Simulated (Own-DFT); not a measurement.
# How strain changes the stress of grey tin, 64 atoms (Sn64)

These are calculations, not measurements. They come from Own-DFT, an in-house plane-wave density functional program, since retired, whose code no person has reviewed. Each row is one single-point run on a periodic cell that was not relaxed, without spin or spin-orbit coupling.

Settings of every run: PBE; PseudoDojo norm-conserving scalar-relativistic files; cutoff 42 hartree; 3 x 3 x 3 k mesh centred on Gamma; cold (Marzari-Vanderbilt) smearing of 0.2 eV.

Known limits: forces on such cells moved up to 12 meV/angstrom on a denser k mesh; stress not checked against mesh or cutoff.

Unstrained cell vectors in Å: (12.978, 0.000, 0.000); (0.000, 12.978, 0.000); (0.000, 0.000, 12.978). The unstrained cell has measured lattice constants (interpolated for alloys), not those of this functional. That, the random moves and any unrelaxed bonds set the pressure at no strain. Each run strains this cell uniformly, with the atoms carried along. Every atom was also moved at random, by a Gaussian of width 0.05 Å on each axis. Strain is the symmetric tensor, in per cent. Stress is positive in tension, and the pressure is minus a third of its trace.

| run | e_xx (%) | e_yy (%) | e_zz (%) | s_xx (GPa) | s_yy (GPa) | s_zz (GPa) | P (GPa) | E (meV/atom) |
|---|---|---|---|---|---|---|---|---|
| 1 | 0.75 | 0.75 | 0.00 | -2.83 | -2.80 | -2.99 | 2.87 | 4.4 |
| 2 | 0.25 | 0.25 | 0.00 | -3.31 | -3.32 | -3.34 | 3.33 | 7.8 |
| 3 | -2.50 | -2.50 | 0.00 | -6.80 | -6.79 | -6.09 | 6.56 | 67.2 |
| 4 | -1.50 | -1.50 | 0.00 | -5.58 | -5.51 | -5.06 | 5.38 | 49.5 |
| 5 | -0.50 | -0.50 | 0.00 | -4.29 | -4.30 | -4.18 | 4.25 | 30.7 |
| 6 | -2.00 | -2.00 | 0.00 | -6.17 | -6.17 | -5.60 | 5.98 | 61.3 |
| 7 | -0.50 | -0.50 | 0.00 | -4.15 | -4.23 | -4.05 | 4.14 | 21.3 |
| 8 | 0.75 | 0.75 | 0.00 | -2.78 | -2.75 | -2.95 | 2.83 | 0.0 |
| 9 | -2.50 | -2.50 | 0.00 | -6.78 | -6.74 | -6.05 | 6.52 | 63.9 |
| 10 | -1.50 | -1.50 | 0.00 | -5.46 | -5.51 | -5.05 | 5.34 | 45.9 |
| 11 | -2.00 | -2.00 | 0.00 | -6.11 | -6.04 | -5.56 | 5.90 | 52.2 |
| 12 | 0.25 | 0.25 | 0.00 | -3.37 | -3.41 | -3.43 | 3.40 | 14.0 |
| 13 | -1.00 | -1.00 | 0.00 | ? | ? | ? | ? | ? |

E is the free energy for each atom above the lowest run shown.

## Worked fit

The change of volume is close to e_xx + e_yy + e_zz. A straight line through the runs shown gives P = 3.67 - 57 x (fractional change of volume) GPa, with an error of 1 on the slope and a scatter of 0.05 GPa. The strain isn't the same on all axes, but the crystal is cubic, so the slope still estimates the bulk modulus, averaged over pressures from 2.8 to 6.6 GPa.

## Withheld run

Question: what pressure should run 13 give? Its volume changes by -1.99 %.

The line gives 4.8 GPa. The calculation gave 4.68 GPa.
